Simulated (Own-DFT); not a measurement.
# Reading a pressure off an energy slope: corundum Al2O3, 78 atoms (Al32O46), with two O vacancies

All values are computed. Each geometry was run twice at fixed positions with Own-DFT, a retired in-house plane-wave program that no person has reviewed: with PBE, and with HSE06 (exact exchange share 0.25 at short range, screening 0.11 per bohr, Gygi-Baldereschi treatment of its divergence). Both used PseudoDojo norm-conserving files made for PBE, a cutoff of 48 hartree, the Gamma point alone, fixed occupations, a neutral cell and no spin. The unstrained cell is 7.9 Å across at its thinnest, so Gamma alone is coarse and defects feel their images. The oxygen file's force components were 24 meV/Å off all-electron values in a glass.

Unstrained cell vectors in Å: (5.494, 0.000, 8.660); (-2.747, 4.758, 8.660); (-2.747, -4.758, 8.660), volume V0 = 679.1 Å³, from measured lattice constants. Each geometry has its own random strain of a few per cent, its own defect sites and random moves of rms u per axis. HSE06 gave the energy alone. D is its energy less that of PBE, over the lowest D shown. The PBE stress wasn't checked against mesh or cutoff.

| run | V - V0 (Å³) | u (Å) | P with PBE (GPa) | D (eV) |
|---|---|---|---|---|
| 1 | -4.8 | 0.0301 | 8.92 | 0.789 |
| 2 | 17.4 | 0.0469 | 2.43 | 1.786 |
| 3 | 11.1 | 0.0452 | 4.67 | 1.493 |
| 4 | -19.1 | 0.0294 | 14.66 | 0.166 |
| 5 | 15.3 | 0.0500 | 3.89 | 1.716 |
| 6 | 5.4 | 0.0309 | 5.68 | 1.189 |
| 7 | 8.0 | 0.0298 | 4.25 | 1.294 |
| 8 | -14.9 | 0.0296 | 13.47 | 0.389 |
| 9 | -16.4 | 0.0300 | 13.86 | 0.322 |
| 10 | -29.3 | 0.0524 | 21.69 | 0.000 |
| 11 | -14.1 | 0.0290 | 13.32 | 0.396 |
| 12 | 1.1 | 0.0301 | 7.30 | 1.017 |
| 13 | -6.8 | 0.0475 | 11.24 | ? |

## Analysis

D = 0.88 + 0.0395 (V - V0) + 96 u² eV, with an error of 0.0004 on the volume slope, 8 on the last term and a scatter of 0.02 eV. Pressure is -dE/dV, and 1 eV/Å³ is 160.2 GPa, so HSE06 changes the pressure by -6.3 ± 0.1 GPa. With the ions held to the strained lattice, the PBE pressure falls by 267 ± 4 GPa per unit of volume strain; the shape of the strain isn't fitted, so the true error is larger, and a relaxed crystal would be softer. On that slope HSE06's volume at a given pressure is about 2.4 % smaller, or 0.8 % in lengths. At u = 0 and V0 the PBE pressure is 6.2 GPa, which puts the zero-pressure volume, against the measured cell and with the defects in, at +2.3 % for PBE and -0.0 % for HSE06, each good to a few tenths of a per cent.

## Test on the hidden row

Q: what D should run 13 give?

Estimate: 0.83 eV, with rows scattering by 0.02. The hidden result is 0.864 eV.
